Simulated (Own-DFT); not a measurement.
GaN (wurtzite, strained, atoms displaced) (calculated)

All values are calculated (Own-DFT development build). A calculation, not a measurement: plane-wave PBE density functional theory by an unreviewed code, no spin, of a simulated periodic cell, stress positive in tension, free energy of the whole cell less one offset for each atom, forces on such cells passed a denser k mesh, this cell's mesh not checked; offsets are fitted by least squares, one for each functional and potential file, so energies compare only between cells with the same atoms and settings and are not formation energies; the far tail of each file's local potential was reset to the Coulomb form; each entry is a single point on an unrelaxed cell, so the pressure reflects the starting lattice, mostly measured values (interpolated for alloys), from which strain is counted, and rises with the displacements; printed positions are rounded, which can move forces by about a meV/angstrom; the program, named Own-DFT, is a retired in-house code; no spin-orbit coupling.

Settings shared by all entries: functional PBE; potential files PseudoDojo norm-conserving, scalar-relativistic, standard set with the stringent files for Ga; wave cutoff 96 hartree; occupations Gaussian; smearing width 0.01 eV; k mesh 3 x 4 x 3 centred on Gamma.

(1) GaN (wurtzite, strained, atoms displaced)

```cif
# cell vector a (Å): 12.7560 0.0000 0.0000
# cell vector b (Å): -4.7835 8.2853 0.0000
# cell vector c (Å): 0.0000 0.0000 10.6811
data_GaN
_symmetry_space_group_name_H-M 'P 1'
_symmetry_Int_Tables_number 1
_cell_length_a 12.7560
_cell_length_b 9.5670
_cell_length_c 10.6811
_cell_angle_alpha 90.000
_cell_angle_beta 90.000
_cell_angle_gamma 120.000
_cell_volume 1128.86
loop_
_atom_site_label
_atom_site_type_symbol
_atom_site_fract_x
_atom_site_fract_y
_atom_site_fract_z
_atom_site_occupancy
Ga1 Ga 0.08889 0.22778 0.00388 1
Ga2 Ga 0.16105 0.11223 0.24380 1
N1 N 0.07812 0.21782 0.19059 1
N2 N 0.16585 0.10772 0.42984 1
Ga3 Ga 0.07799 0.21935 0.49965 1
Ga4 Ga 0.16891 0.10249 0.74862 1
N3 N 0.09262 0.23687 0.69494 1
N4 N 0.16977 0.10473 0.94056 1
Ga5 Ga 0.07758 0.55841 0.00242 1
Ga6 Ga 0.16917 0.44096 0.25221 1
N5 N 0.08109 0.55125 0.19013 1
N6 N 0.17161 0.45041 0.43497 1
Ga7 Ga 0.08441 0.55510 0.49802 1
Ga8 Ga 0.16326 0.44402 0.74934 1
N7 N 0.08147 0.55582 0.69296 1
N8 N 0.15585 0.44685 0.93817 1
Ga9 Ga 0.07887 0.88342 0.99893 1
Ga10 Ga 0.15877 0.77698 0.25416 1
N9 N 0.07482 0.88064 0.18319 1
N10 N 0.16601 0.77249 0.44074 1
Ga11 Ga 0.09069 0.89335 0.50363 1
Ga12 Ga 0.16754 0.77911 0.74855 1
N11 N 0.08559 0.90134 0.68343 1
N12 N 0.16422 0.78061 0.93972 1
Ga13 Ga 0.33685 0.22553 0.00340 1
Ga14 Ga 0.41580 0.10975 0.24988 1
N13 N 0.33815 0.22883 0.18206 1
N14 N 0.41530 0.10120 0.43951 1
Ga15 Ga 0.33028 0.20820 0.50055 1
Ga16 Ga 0.41540 0.10706 0.74517 1
N15 N 0.33729 0.22424 0.68247 1
N16 N 0.42458 0.12534 0.94581 1
Ga17 Ga 0.33085 0.55372 0.01218 1
Ga18 Ga 0.40793 0.42548 0.25009 1
N17 N 0.33470 0.55332 0.19176 1
N18 N 0.42304 0.44679 0.43767 1
Ga19 Ga 0.33207 0.55341 0.51205 1
Ga20 Ga 0.41867 0.44712 0.74445 1
N19 N 0.33658 0.55112 0.69314 1
N20 N 0.41625 0.44823 0.92836 1
Ga21 Ga 0.33282 0.89009 0.00013 1
Ga22 Ga 0.40792 0.78546 0.25498 1
N21 N 0.33505 0.89251 0.18742 1
N22 N 0.42170 0.78538 0.43580 1
Ga23 Ga 0.33139 0.88850 0.49949 1
Ga24 Ga 0.41855 0.77437 0.75221 1
N23 N 0.33575 0.89215 0.69227 1
N24 N 0.41400 0.78546 0.94214 1
Ga25 Ga 0.57952 0.22756 0.00110 1
Ga26 Ga 0.66946 0.11127 0.25429 1
N25 N 0.58704 0.21755 0.17712 1
N26 N 0.67559 0.11420 0.43279 1
Ga27 Ga 0.59069 0.22804 0.50180 1
Ga28 Ga 0.67158 0.11408 0.74716 1
N27 N 0.58625 0.21809 0.68069 1
N28 N 0.66796 0.10463 0.92677 1
Ga29 Ga 0.59068 0.55544 0.00458 1
Ga30 Ga 0.67140 0.44504 0.25457 1
N29 N 0.58144 0.55939 0.18639 1
N30 N 0.67286 0.44971 0.44010 1
Ga31 Ga 0.58223 0.55335 0.50062 1
Ga32 Ga 0.67055 0.44004 0.74027 1
N31 N 0.57988 0.54920 0.68505 1
N32 N 0.66696 0.45499 0.94603 1
Ga33 Ga 0.58047 0.88902 0.99490 1
Ga34 Ga 0.66459 0.77394 0.24582 1
N33 N 0.58476 0.88260 0.18183 1
N34 N 0.66313 0.77385 0.43905 1
Ga35 Ga 0.58406 0.89259 0.50010 1
Ga36 Ga 0.66844 0.78649 0.74920 1
N35 N 0.58176 0.87901 0.69372 1
N36 N 0.66285 0.77819 0.93757 1
Ga37 Ga 0.83440 0.23123 0.99621 1
Ga38 Ga 0.91544 0.10173 0.25407 1
N37 N 0.82963 0.21595 0.18975 1
N38 N 0.92146 0.11662 0.43895 1
Ga39 Ga 0.83899 0.22820 0.49370 1
Ga40 Ga 0.92087 0.11541 0.75079 1
N39 N 0.83377 0.21904 0.69079 1
N40 N 0.90985 0.11182 0.93529 1
Ga41 Ga 0.82904 0.54717 0.99426 1
Ga42 Ga 0.91873 0.45811 0.26319 1
N41 N 0.83334 0.55688 0.18965 1
N42 N 0.91633 0.44522 0.44210 1
Ga43 Ga 0.82806 0.54987 0.49895 1
Ga44 Ga 0.91513 0.44313 0.74889 1
N43 N 0.82861 0.55613 0.68383 1
N44 N 0.91222 0.44307 0.94343 1
Ga45 Ga 0.83499 0.88244 0.99898 1
Ga46 Ga 0.91404 0.77405 0.24977 1
N45 N 0.82332 0.88052 0.18296 1
N46 N 0.91107 0.77978 0.43642 1
Ga47 Ga 0.82961 0.88582 0.50609 1
Ga48 Ga 0.92234 0.79108 0.74683 1
N47 N 0.84092 0.90189 0.68609 1
N48 N 0.91290 0.78066 0.93150 1
```

Results for GaN (wurtzite, strained, atoms displaced): free energy of cell above offsets -4.857 eV; pressure 1.73 GPa; stress xx -5.07 GPa; stress yy -4.3 GPa; stress zz 4.17 GPa; stress yz -0.51 GPa; stress xz -0.04 GPa; stress xy 0.18 GPa.

Force:
| element | x (eV/Å) | y (eV/Å) | z (eV/Å) |
| --- | --- | --- | --- |
| Ga | -1.115 | -0.823 | -1.001 |
| Ga | 1.302 | -0.862 | 0.299 |
| N | 0.339 | 0.583 | -0.565 |
| N | -0.106 | 0.341 | 0.512 |
| Ga | 1.811 | 0.973 | 0.726 |
| Ga | -0.307 | 3.274 | 1.323 |
| N | 0.034 | -2.799 | -1.597 |
| N | -0.733 | 0.66 | -0.325 |
| Ga | 0.476 | -0.038 | 0.441 |
| Ga | -0.688 | 0.475 | -0.257 |
| N | 0.03 | 0.612 | 0.314 |
| N | -0.272 | -0.742 | 0.844 |
| Ga | 0.049 | -0.429 | 0.837 |
| Ga | 0.73 | 1.425 | 1.468 |
| N | -0.055 | 0.492 | -1.137 |
| N | 1.573 | 0.015 | 0.256 |
| Ga | -0.326 | 0.378 | 0.067 |
| Ga | 1.048 | -0.125 | -0.713 |
| N | 0.575 | 1.002 | 0.412 |
| N | -0.475 | 0.694 | -0.297 |
| Ga | -1.586 | -0.633 | -1.232 |
| Ga | -0.109 | 0.017 | 0.735 |
| N | 0.807 | -2.357 | -0.131 |
| N | 0.387 | -0.272 | -0.689 |
| Ga | -0.411 | 0.716 | -1.418 |
| Ga | 0.711 | 0.568 | -0.154 |
| N | -0.641 | -2.987 | 0.448 |
| N | 0.341 | 1.488 | -0.748 |
| Ga | -0.196 | 1.722 | -0.481 |
| Ga | 0.42 | 1.501 | 1.191 |
| N | -0.297 | -0.852 | 0.378 |
| N | -1.408 | -2.172 | -1.966 |
| Ga | 0.147 | 0.347 | -1.852 |
| Ga | 0.675 | 4.019 | 1.298 |
| N | -0.577 | 0.07 | 0.306 |
| N | -1.442 | -1.446 | -0.068 |
| Ga | 0.949 | 0.361 | -1.599 |
| Ga | 0.736 | -0.92 | 1.271 |
| N | -1.978 | 0.948 | -0.644 |
| N | -0.037 | -0.193 | 1.505 |
| Ga | -0.496 | 0.857 | 0.211 |
| Ga | 3.156 | -1.086 | -0.507 |
| N | -2.065 | -0.125 | -0.202 |
| N | -0.905 | -0.858 | 0.972 |
| Ga | 1.065 | -0.728 | 0.63 |
| Ga | -0.53 | 0.051 | 0.846 |
| N | -0.096 | -1.281 | -0.881 |
| N | 0.458 | -1.427 | -0.797 |
| Ga | 2.585 | 0.179 | -0.543 |
| Ga | -0.12 | -1.025 | -1.767 |
| N | -0.835 | 0.549 | 2.5 |
| N | -1.115 | -0.008 | 1.256 |
| Ga | -0.256 | -0.921 | -0.936 |
| Ga | -0.385 | -1.095 | 0.446 |
| N | -0.439 | 0.001 | 0.715 |
| N | -1.036 | 1.483 | 0.963 |
| Ga | -3.236 | 1.398 | -0.112 |
| Ga | -1.26 | -0.339 | -1.01 |
| N | 0.655 | -1.896 | 0.606 |
| N | -1.397 | -1.373 | -0.842 |
| Ga | 0.155 | 0.477 | 0.182 |
| Ga | -2.085 | 0.25 | 1.42 |
| N | 1.231 | 0.92 | -0.014 |
| N | 1.844 | -2.136 | -2.279 |
| Ga | 0.564 | 0.212 | 0.954 |
| Ga | -0.992 | 0.038 | 0.87 |
| N | -1.717 | 0.766 | 0.757 |
| N | 0.325 | 0.706 | -0.128 |
| Ga | 0.577 | -0.377 | 0.166 |
| Ga | 1.613 | -1.699 | 1.064 |
| N | -1.167 | 1.785 | -1.719 |
| N | 0.97 | -0.327 | -0.51 |
| Ga | -0.095 | -2.508 | 1.351 |
| Ga | -1.514 | 0.181 | -0.834 |
| N | 0.934 | 1.342 | 0.019 |
| N | -0.788 | -1.137 | -0.27 |
| Ga | -0.039 | -0.951 | 1.192 |
| Ga | 0.141 | 0.615 | 0.828 |
| N | 0.283 | 1.012 | -1.426 |
| N | 1.737 | -0.076 | 0.444 |
| Ga | -0.342 | 1.451 | 1.089 |
| Ga | 0.541 | -1.917 | -1.963 |
| N | 0.261 | -0.187 | -0.506 |
| N | 0.254 | 0.856 | 0.134 |
| Ga | 1.19 | 1.97 | 0.654 |
| Ga | -0.402 | 0.016 | 0.328 |
| N | 1.811 | 0.943 | 0.226 |
| N | 0.352 | 1.133 | -1.67 |
| Ga | -2.381 | 1.416 | 0.048 |
| Ga | -1.209 | 0.512 | 0.368 |
| N | 2.057 | 0.758 | 0.407 |
| N | 1.508 | -0.323 | 0.359 |
| Ga | -0.223 | 0.297 | -0.955 |
| Ga | -0.674 | -1.284 | 0.189 |
| N | -0.482 | -1.061 | 0.101 |
| N | 1.627 | -1.059 | -0.187 |

(2) GaN (wurtzite, strained, atoms displaced)

```cif
# cell vector a (Å): 12.7560 0.0000 0.0000
# cell vector b (Å): -4.7835 8.2853 0.0000
# cell vector c (Å): 0.0000 0.0000 10.6811
data_GaN
_symmetry_space_group_name_H-M 'P 1'
_symmetry_Int_Tables_number 1
_cell_length_a 12.7560
_cell_length_b 9.5670
_cell_length_c 10.6811
_cell_angle_alpha 90.000
_cell_angle_beta 90.000
_cell_angle_gamma 120.000
_cell_volume 1128.86
loop_
_atom_site_label
_atom_site_type_symbol
_atom_site_fract_x
_atom_site_fract_y
_atom_site_fract_z
_atom_site_occupancy
Ga1 Ga 0.09026 0.21997 0.00163 1
Ga2 Ga 0.16749 0.10659 0.25038 1
N1 N 0.08433 0.21955 0.18943 1
N2 N 0.16487 0.11290 0.44691 1
Ga3 Ga 0.08533 0.22294 0.49407 1
Ga4 Ga 0.16379 0.10995 0.74612 1
N3 N 0.08097 0.21353 0.68808 1
N4 N 0.16679 0.10230 0.94190 1
Ga5 Ga 0.09335 0.56376 0.99317 1
Ga6 Ga 0.16848 0.44683 0.25831 1
N5 N 0.07551 0.54804 0.19873 1
N6 N 0.17002 0.44374 0.43314 1
Ga7 Ga 0.07950 0.55641 0.50895 1
Ga8 Ga 0.16708 0.44756 0.76007 1
N7 N 0.08277 0.55298 0.68548 1
N8 N 0.16444 0.44465 0.94176 1
Ga9 Ga 0.08201 0.89664 0.99699 1
Ga10 Ga 0.16815 0.77144 0.25503 1
N9 N 0.08706 0.89451 0.18800 1
N10 N 0.17274 0.77928 0.44624 1
Ga11 Ga 0.08050 0.89008 0.49874 1
Ga12 Ga 0.17189 0.78079 0.75124 1
N11 N 0.08662 0.88783 0.69425 1
N12 N 0.17184 0.79284 0.93581 1
Ga13 Ga 0.33771 0.21801 0.99250 1
Ga14 Ga 0.42449 0.11978 0.25048 1
N13 N 0.32787 0.23180 0.18505 1
N14 N 0.41810 0.10645 0.43923 1
Ga15 Ga 0.32652 0.21609 0.50000 1
Ga16 Ga 0.41303 0.11476 0.75049 1
N15 N 0.33309 0.22329 0.68984 1
N16 N 0.41198 0.11350 0.94455 1
Ga17 Ga 0.33821 0.56482 0.00767 1
Ga18 Ga 0.42505 0.45004 0.25034 1
N17 N 0.33557 0.55274 0.19110 1
N18 N 0.42189 0.44898 0.43740 1
Ga19 Ga 0.34477 0.56784 0.49589 1
Ga20 Ga 0.40887 0.43580 0.74497 1
N19 N 0.33634 0.55894 0.69086 1
N20 N 0.41585 0.44345 0.94545 1
Ga21 Ga 0.34456 0.89416 0.99391 1
Ga22 Ga 0.42557 0.78744 0.24902 1
N21 N 0.33981 0.90390 0.18438 1
N22 N 0.41650 0.77992 0.43700 1
Ga23 Ga 0.33779 0.89506 0.49692 1
Ga24 Ga 0.41951 0.78228 0.75246 1
N23 N 0.33622 0.88959 0.68287 1
N24 N 0.41125 0.77499 0.93380 1
Ga25 Ga 0.58835 0.22352 0.99915 1
Ga26 Ga 0.66407 0.10579 0.24691 1
N25 N 0.57500 0.21416 0.18054 1
N26 N 0.66875 0.12121 0.43681 1
Ga27 Ga 0.58441 0.23152 0.49311 1
Ga28 Ga 0.66282 0.11029 0.75128 1
N27 N 0.58622 0.20896 0.69230 1
N28 N 0.66529 0.10451 0.94253 1
Ga29 Ga 0.58865 0.54783 0.00841 1
Ga30 Ga 0.67149 0.43901 0.25025 1
N29 N 0.58365 0.55637 0.18438 1
N30 N 0.65508 0.42925 0.43839 1
Ga31 Ga 0.58839 0.57058 0.50359 1
Ga32 Ga 0.66502 0.43559 0.75039 1
N31 N 0.58859 0.56266 0.68631 1
N32 N 0.66958 0.43354 0.94197 1
Ga33 Ga 0.58236 0.88230 0.99935 1
Ga34 Ga 0.65982 0.77394 0.25056 1
N33 N 0.58082 0.88399 0.18536 1
N34 N 0.66348 0.77112 0.43320 1
Ga35 Ga 0.58370 0.89526 0.50047 1
Ga36 Ga 0.66679 0.77475 0.75337 1
N35 N 0.58466 0.88364 0.69467 1
N36 N 0.66832 0.78353 0.92658 1
Ga37 Ga 0.83919 0.22826 0.99762 1
Ga38 Ga 0.91583 0.11271 0.25104 1
N37 N 0.82992 0.21338 0.19048 1
N38 N 0.91329 0.11443 0.43384 1
Ga39 Ga 0.83149 0.22107 0.49798 1
Ga40 Ga 0.91896 0.11067 0.75180 1
N39 N 0.84196 0.22068 0.68968 1
N40 N 0.91602 0.11147 0.94133 1
Ga41 Ga 0.83512 0.55630 0.00594 1
Ga42 Ga 0.92079 0.44400 0.25259 1
N41 N 0.83275 0.55764 0.18591 1
N42 N 0.91405 0.44672 0.44404 1
Ga43 Ga 0.83458 0.55910 0.49031 1
Ga44 Ga 0.91270 0.44153 0.74857 1
N43 N 0.83595 0.55013 0.69324 1
N44 N 0.91945 0.44669 0.94255 1
Ga45 Ga 0.83572 0.89060 0.99548 1
Ga46 Ga 0.91727 0.77995 0.25300 1
N45 N 0.82358 0.89427 0.18600 1
N46 N 0.91100 0.77378 0.43852 1
Ga47 Ga 0.83859 0.88845 0.49750 1
Ga48 Ga 0.92485 0.78181 0.74716 1
N47 N 0.83176 0.88965 0.68174 1
N48 N 0.91356 0.78068 0.94581 1
```

The calculation gives: free energy of cell above offsets -4.558 eV; pressure 1.98 GPa; stress xx -4.73 GPa; stress yy -5.83 GPa; stress zz 4.64 GPa; stress yz 0.85 GPa; stress xz 0.73 GPa; stress xy 1.05 GPa.

Force:
| element | x (eV/Å) | y (eV/Å) | z (eV/Å) |
| --- | --- | --- | --- |
| Ga | -1.052 | 0.065 | 0.575 |
| Ga | -0.26 | 1.181 | 0.128 |
| N | -0.348 | 0.287 | 0.097 |
| N | 0.392 | -1.184 | -1.41 |
| Ga | -1.462 | 0.744 | 1.048 |
| Ga | 0.414 | -0.1 | 1.074 |
| N | 0.005 | 1.495 | -0.335 |
| N | -0.29 | 2.414 | -1.699 |
| Ga | -1.833 | 0.358 | 1.198 |
| Ga | 0.285 | -0.595 | -1.494 |
| N | 2.308 | 1.551 | -1.685 |
| N | -0.366 | 0.605 | 1.897 |
| Ga | 1.2 | -0.23 | -1.16 |
| Ga | 0.342 | -0.511 | -1.49 |
| N | 0.092 | 0.316 | 1.51 |
| N | 1.44 | -0.173 | -0.071 |
| Ga | 0.582 | -2.024 | 1.252 |
| Ga | -0.079 | 1.017 | -0.387 |
| N | -0.176 | -1.634 | 0.339 |
| N | -1.538 | -0.131 | -0.896 |
| Ga | 1.045 | -0.509 | 0.701 |
| Ga | 0.096 | -0.473 | -0.195 |
| N | 0.085 | 0.224 | -1.416 |
| N | 0.553 | -1.228 | 0.232 |
| Ga | -2.9 | 1.621 | 2.228 |
| Ga | -2.727 | -0.562 | 0.209 |
| N | 1.892 | -0.631 | 0.425 |
| N | -0.917 | 1.458 | -0.541 |
| Ga | 1.512 | 1.289 | -0.055 |
| Ga | 1.406 | -0.813 | 0.298 |
| N | -0.256 | -0.855 | -0.881 |
| N | 3.366 | -0.734 | -2.227 |
| Ga | 0.175 | -1.569 | -0.167 |
| Ga | -1.151 | -1.035 | 0.197 |
| N | -0.707 | 1.375 | 0.009 |
| N | -0.09 | -0.629 | 0.255 |
| Ga | -1.005 | -1.707 | 0.817 |
| Ga | 0.933 | 2.177 | 1.359 |
| N | -0.633 | -0.198 | -0.576 |
| N | 0.375 | 0.357 | -1.183 |
| Ga | -2.2 | 0.274 | 1.436 |
| Ga | -2.097 | -1.222 | 0.233 |
| N | 0.139 | -1.839 | 0.288 |
| N | 0.611 | 0.995 | -0.509 |
| Ga | 0.113 | -0.919 | 0.911 |
| Ga | 0.043 | -0.514 | -0.686 |
| N | -0.207 | 0.474 | 0.651 |
| N | 1.41 | 0.186 | 0.302 |
| Ga | -0.52 | -1.549 | 0.113 |
| Ga | 0.071 | 0.503 | 0.1 |
| N | 2.243 | 1.48 | 0.586 |
| N | -0.133 | -1.243 | -0.409 |
| Ga | 0.321 | -3.485 | 2.217 |
| Ga | 3.115 | -1.316 | 1.015 |
| N | -3.195 | 2.057 | -1.365 |
| N | 0.067 | 0.518 | -0.524 |
| Ga | -1.013 | 0.59 | -1.93 |
| Ga | -1.28 | -0.053 | -0.044 |
| N | 1.258 | -0.157 | 0.895 |
| N | 0.718 | 4.771 | -1.349 |
| Ga | 0.127 | -2.463 | 0.328 |
| Ga | 0.022 | 0.744 | 0.011 |
| N | -0.061 | -1.883 | 0.251 |
| N | -0.593 | 1.691 | -0.812 |
| Ga | 0.157 | 0.294 | -0.313 |
| Ga | 1.074 | 0.235 | -0.116 |
| N | 0.48 | 0.657 | -0.425 |
| N | 0.02 | 2.306 | 0.039 |
| Ga | 0.521 | -0.11 | 0.547 |
| Ga | 0.388 | 0.398 | -1.034 |
| N | -0.523 | 0.816 | -1.323 |
| N | 0.501 | -1.186 | 2.501 |
| Ga | -0.437 | -0.852 | 0.811 |
| Ga | 0.54 | -0.291 | -0.458 |
| N | -0.66 | 1.561 | -0.545 |
| N | 1.132 | -0.53 | 0.419 |
| Ga | 0.23 | 0.322 | 1.015 |
| Ga | -0.057 | -0.574 | 0.322 |
| N | -1.931 | 0.064 | -0.51 |
| N | 1.044 | 0.385 | -0.704 |
| Ga | 0.353 | 0.155 | -0.87 |
| Ga | -1.929 | -1.307 | 0.403 |
| N | 0.648 | -0.124 | 1.15 |
| N | 0.72 | -0.19 | -0.981 |
| Ga | -0.969 | -1.581 | 1.852 |
| Ga | 1.391 | -0.411 | 0.777 |
| N | -1.502 | 1.126 | -1.188 |
| N | 0.134 | 0.66 | -0.63 |
| Ga | -1.619 | 0.355 | 1.085 |
| Ga | -0.616 | 0.602 | -1.298 |
| N | 1.628 | -0.88 | 0.139 |
| N | 1.28 | 0.658 | -0.721 |
| Ga | -2.18 | 0.925 | 0.495 |
| Ga | -1.79 | -0.965 | 0.752 |
| N | 1.031 | -0.337 | 0.461 |
| N | 1.27 | -0.831 | -1.343 |
